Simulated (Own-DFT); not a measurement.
# A change of arrangement and its cost: In32P32, 64 atoms

Calculated results; nothing here was measured. The program, named Own-DFT, is a retired in-house plane-wave density functional code that no person has reviewed. Each row is one single-point run on a periodic cell that was not relaxed, without spin or spin-orbit coupling.

Settings of every run: PBE; PseudoDojo norm-conserving scalar-relativistic files; cutoff 36 hartree; 3 x 3 x 3 k mesh centred on Gamma; Fermi-Dirac smearing of 0.1 eV.

Known limits, some of them of some rows only: not probed for a lower state with spin; forces on such cells moved up to 12 meV/angstrom on a denser k mesh; stress not checked against mesh or cutoff.

All cells hold the same atoms in the same cell, with vectors in Å (11.737, 0.000, 0.000); (0.000, 11.737, 0.000); (0.000, 0.000, 11.737). Every atom was moved at random from its ideal site; u is the rms move along one axis. The defect's site can differ from row to row. E is the free energy of the cell above the lowest run. The arrangements:

- A: zincblende InP
- B: zincblende InP, with one In on a P site and one P on an In site, 2.5 Å apart

```
arrangement   u (Å)  E (eV)  P (GPa)
          A  0.0191   0.048     3.21
          A  0.0192   0.000     3.19
          A  0.0233   0.171     3.23
          A  0.0488   1.595     3.48
          A  0.0505   1.866     3.57
          A  0.0514   2.251     3.68
          B  0.0300   4.655     3.68
          B  0.0303   4.411     3.63
          B  0.0309   4.514     3.64
          B  0.0482   5.724     3.92
          B  0.0494   6.536     4.06
          B  0.0557   7.136     4.15
```

Question: once the cost of the random moves is taken out, how do the arrangements rank?

## Worked answer

Fit E = a + b u², with one b for all and one a for each arrangement, and with residuals divided by u², since the noise grows with the moves. Then b = 956 eV/Å², the scatter at u = 0.04 Å is 0.22 eV, and against A:

- B: 4.01 ± 0.09 eV (higher)

These are energies of unrelaxed cells. Relaxing the atoms lowers the strained arrangements most, so the gaps would shrink and small ones could change sign.
